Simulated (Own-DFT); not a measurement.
## Calculated data, AlGa3N4 (wurtzite random alloy, atoms displaced)

A calculation, not a measurement: plane-wave density functional theory by an unreviewed code, no spin, of a simulated periodic cell, stress positive in tension, run twice, with PBE and with PBEsol, both on files made for PBE, so the change isn't that of files made for PBEsol, forces on such cells passed a denser k mesh, this cell's mesh not checked; the far tail of each file's local potential was reset to the Coulomb form; each entry is a single point on an unrelaxed cell, so the pressure reflects the starting lattice, mostly measured values (interpolated for alloys), from which strain is counted, and rises with the displacements; printed positions are rounded, which can move forces by about a meV/angstrom; the program, named Own-DFT, is a retired in-house code; no spin-orbit coupling; stress was not checked against mesh or cutoff. Program: Own-DFT development build.

```json
{"formula": "AlGa3N4", "kind": "wurtzite random alloy, atoms displaced", "structure": {"cell_angstrom": [[9.5092, 0.0, 0.0], [-4.7546, 8.2353, 0.0], [0.0, 0.0, 10.2685]], "atoms_fractional": [["Ga", 0.1075, 0.21789, 0.00099], ["Ga", 0.21801, 0.11057, 0.24637], ["N", 0.10682, 0.22031, 0.19081], ["N", 0.21721, 0.10511, 0.43413], ["Al", 0.11684, 0.22232, 0.50097], ["Ga", 0.21873, 0.10908, 0.75233], ["N", 0.10984, 0.21869, 0.68895], ["N", 0.22302, 0.11481, 0.94126], ["Ga", 0.11437, 0.55891, 0.00297], ["Ga", 0.22516, 0.44417, 0.24745], ["N", 0.11744, 0.56753, 0.18745], ["N", 0.22482, 0.44952, 0.43995], ["Ga", 0.1104, 0.5611, 0.49891], ["Al", 0.22352, 0.44227, 0.74409], ["N", 0.10726, 0.54875, 0.68707], ["N", 0.21935, 0.44529, 0.93589], ["Al", 0.11141, 0.8883, 0.99687], ["Ga", 0.22315, 0.77675, 0.25109], ["N", 0.11036, 0.89155, 0.19127], ["N", 0.22467, 0.78042, 0.4373], ["Ga", 0.11206, 0.89384, 0.49404], ["Al", 0.22565, 0.78383, 0.75344], ["N", 0.11658, 0.89031, 0.68884], ["N", 0.21741, 0.77218, 0.94049], ["Ga", 0.44545, 0.21977, 0.00347], ["Ga", 0.55528, 0.10681, 0.24936], ["N", 0.44622, 0.22059, 0.19072], ["N", 0.55514, 0.1115, 0.44282], ["Ga", 0.44223, 0.21906, 0.49592], ["Ga", 0.55917, 0.10777, 0.74224], ["N", 0.44031, 0.21923, 0.68822], ["N", 0.55987, 0.10965, 0.93406], ["Ga", 0.44084, 0.54989, 0.99988], ["Ga", 0.55588, 0.44085, 0.24821], ["N", 0.44031, 0.54753, 0.18887], ["N", 0.5541, 0.43674, 0.43624], ["Ga", 0.45478, 0.56059, 0.49844], ["Ga", 0.54862, 0.44102, 0.75278], ["N", 0.44816, 0.5563, 0.68617], ["N", 0.55999, 0.44718, 0.93682], ["Ga", 0.44264, 0.89005, 0.99838], ["Al", 0.55271, 0.7815, 0.24976], ["N", 0.44435, 0.88211, 0.18507], ["N", 0.55444, 0.78279, 0.43989], ["Al", 0.45099, 0.88773, 0.50262], ["Ga", 0.56008, 0.78598, 0.75022], ["N", 0.45292, 0.89637, 0.6901], ["N", 0.55947, 0.78297, 0.94446], ["Al", 0.77544, 0.2213, 0.99742], ["Al", 0.88864, 0.11401, 0.24972], ["N", 0.77688, 0.2282, 0.19225], ["N", 0.89409, 0.11651, 0.43683], ["Ga", 0.77543, 0.22098, 0.50127], ["Ga", 0.88512, 0.10969, 0.74964], ["N", 0.77517, 0.22031, 0.68659], ["N", 0.89151, 0.11051, 0.94583], ["Ga", 0.7787, 0.55341, 0.99887], ["Ga", 0.88625, 0.44301, 0.25472], ["N", 0.77741, 0.54884, 0.18657], ["N", 0.8835, 0.44591, 0.44427], ["Ga", 0.76948, 0.55267, 0.50313], ["Ga", 0.89432, 0.44658, 0.75097], ["N", 0.77773, 0.55262, 0.68898], ["N", 0.89026, 0.44682, 0.94144], ["Ga", 0.77056, 0.88062, 0.99513], ["Ga", 0.88426, 0.7828, 0.25048], ["N", 0.77306, 0.88621, 0.19188], ["N", 0.89299, 0.779, 0.44444], ["Al", 0.77946, 0.88288, 0.49801], ["Ga", 0.89022, 0.7765, 0.74784], ["N", 0.77765, 0.88995, 0.68593], ["N", 0.88762, 0.78053, 0.9448]]}, "settings": {"functional": "PBE, then PBEsol", "potential_files": "PseudoDojo norm-conserving, scalar-relativistic, standard set", "wave_cutoff [hartree]": 42.0, "occupations": "Fermi-Dirac", "smearing_width [eV]": 0.1, "k_mesh": "4 x 4 x 3 centred on Gamma"}, "results": {"PBE_pressure [GPa]": 6.29, "PBE_stress_xx [GPa]": -7.05, "PBE_stress_yy [GPa]": -5.98, "PBE_stress_zz [GPa]": -5.85, "PBE_stress_yz [GPa]": -0.2, "PBE_stress_xz [GPa]": -0.13, "PBE_stress_xy [GPa]": 0.12, "PBEsol_pressure [GPa]": 1.4, "PBEsol_stress_xx [GPa]": -2.14, "PBEsol_stress_yy [GPa]": -1.07, "PBEsol_stress_zz [GPa]": -1.0, "PBEsol_stress_yz [GPa]": -0.2, "PBEsol_stress_xz [GPa]": -0.12, "PBEsol_stress_xy [GPa]": 0.14, "force_element": ["Ga", "Ga", "N", "N", "Al", "Ga", "N", "N", "Ga", "Ga", "N", "N", "Ga", "Al", "N", "N", "Al", "Ga", "N", "N", "Ga", "Al", "N", "N", "Ga", "Ga", "N", "N", "Ga", "Ga", "N", "N", "Ga", "Ga", "N", "N", "Ga", "Ga", "N", "N", "Ga", "Al", "N", "N", "Al", "Ga", "N", "N", "Al", "Al", "N", "N", "Ga", "Ga", "N", "N", "Ga", "Ga", "N", "N", "Ga", "Ga", "N", "N", "Ga", "Ga", "N", "N", "Al", "Ga", "N", "N"], "PBE_force_x [eV/angstrom]": [0.203, 0.499, -0.667, -0.419, -0.878, 0.451, -0.164, 0.576, -0.247, -1.114, -0.032, 0.448, 0.169, -0.312, 1.498, 0.52, -0.422, -0.491, 0.158, 0.953, 0.965, 0.318, 0.193, -0.522, 0.233, -0.114, -0.37, 0.218, -0.435, -1.33, 0.277, -0.096, -0.036, 0.141, 0.58, -0.605, -1.005, 1.019, -1.212, -0.538, 0.178, 0.91, -0.08, 1.355, -1.589, 0.289, -1.504, -1.358, 0.532, -0.306, 1.277, 0.613, 0.715, 0.512, 0.748, -1.815, -0.113, 0.588, -0.662, 0.588, 0.89, -0.743, -0.506, 0.464, 0.841, 1.212, -1.249, -1.572, -0.664, -0.078, 0.498, 1.617], "PBE_force_y [eV/angstrom]": [1.029, 0.169, 0.026, 1.971, 0.344, 0.287, 0.993, -1.438, -1.046, 0.025, -2.244, -1.1, -0.63, 0.184, 1.784, -0.38, 0.175, 1.143, -0.683, 0.776, -1.002, -0.994, -0.713, 1.902, 0.347, 0.0, -0.563, -1.553, -0.376, 1.74, 0.04, 0.54, 0.481, 0.373, 1.896, 0.89, -0.755, -0.06, 0.201, -0.688, -0.094, -1.104, 0.649, 0.261, 0.535, -1.292, -2.444, -1.494, 0.402, -0.267, -1.496, -1.092, 0.331, 0.343, 0.638, -0.045, 0.47, 0.884, 1.242, -0.06, 0.254, -0.529, 0.092, -1.369, 1.537, -1.162, 1.052, -0.427, 1.499, -0.01, -0.242, -0.147], "PBE_force_z [eV/angstrom]": [0.163, 0.133, -0.159, 0.511, -0.478, -0.093, -0.653, 0.212, -0.255, 0.772, 0.572, 0.229, 0.01, 0.373, 0.789, -0.855, 0.897, 0.032, -1.5, 0.931, 1.037, -0.68, 0.181, -1.209, -0.749, 0.472, -0.15, -0.449, 0.77, 1.109, -0.147, 0.589, -0.152, -0.066, 0.181, 0.003, -0.232, -0.649, 0.654, 0.72, -0.05, -0.017, 0.658, -0.773, -0.196, 0.49, -1.029, -1.32, 0.609, 0.114, -1.389, 0.13, -0.583, 0.371, 0.591, -0.888, 0.274, 0.023, 0.504, -0.495, -0.157, 0.142, 0.594, -0.222, 1.539, 0.006, 0.106, -0.592, -0.092, 0.411, -0.617, -1.004], "PBEsol_force_x [eV/angstrom]": [0.21, 0.496, -0.504, -0.282, -0.87, 0.433, -0.156, 0.56, -0.237, -1.067, -0.026, 0.438, 0.154, -0.303, 1.323, 0.509, -0.412, -0.49, 0.148, 0.814, 0.941, 0.338, 0.042, -0.379, 0.213, -0.126, -0.361, 0.21, -0.407, -1.29, 0.269, -0.234, -0.032, 0.138, 0.562, -0.591, -0.989, 1.006, -1.055, -0.529, 0.182, 0.915, -0.239, 1.369, -1.594, 0.299, -1.347, -1.321, 0.527, -0.315, 1.126, 0.479, 0.689, 0.512, 0.726, -1.648, -0.116, 0.545, -0.652, 0.577, 0.894, -0.73, -0.493, 0.448, 0.83, 1.199, -1.077, -1.396, -0.676, -0.092, 0.476, 1.44], "PBEsol_force_y [eV/angstrom]": [1.003, 0.154, 0.102, 1.842, 0.343, 0.287, 0.822, -1.269, -1.006, 0.03, -2.19, -0.945, -0.619, 0.174, 1.7, -0.365, 0.18, 1.107, -0.655, 0.686, -0.987, -1.002, -0.611, 1.776, 0.345, 0.032, -0.548, -1.373, -0.362, 1.687, 0.041, 0.436, 0.461, 0.349, 1.728, 0.88, -0.735, -0.047, 0.257, -0.673, -0.099, -1.139, 0.73, 0.094, 0.533, -1.242, -2.306, -1.449, 0.405, -0.269, -1.391, -1.018, 0.336, 0.319, 0.612, -0.111, 0.461, 0.857, 1.206, -0.062, 0.236, -0.507, 0.096, -1.191, 1.49, -1.13, 0.963, -0.489, 1.491, -0.011, -0.232, -0.221], "PBEsol_force_z [eV/angstrom]": [0.158, 0.142, -0.215, 0.448, -0.472, -0.094, -0.531, 0.16, -0.244, 0.749, 0.553, 0.173, 0.011, 0.377, 0.684, -0.687, 0.901, 0.033, -1.336, 0.857, 0.998, -0.677, 0.128, -1.074, -0.731, 0.462, -0.157, -0.482, 0.747, 1.09, -0.148, 0.527, -0.133, -0.064, 0.134, 0.007, -0.22, -0.631, 0.588, 0.7, -0.041, -0.01, 0.576, -0.724, -0.184, 0.477, -0.896, -1.298, 0.615, 0.105, -1.272, 0.19, -0.565, 0.355, 0.575, -0.916, 0.27, 0.022, 0.491, -0.494, -0.151, 0.124, 0.57, -0.269, 1.497, 0.003, 0.019, -0.634, -0.091, 0.4, -0.442, -1.031], "rms_change_of_force_components_from_PBE_to_PBEsol [eV/angstrom]": 0.068}}
```
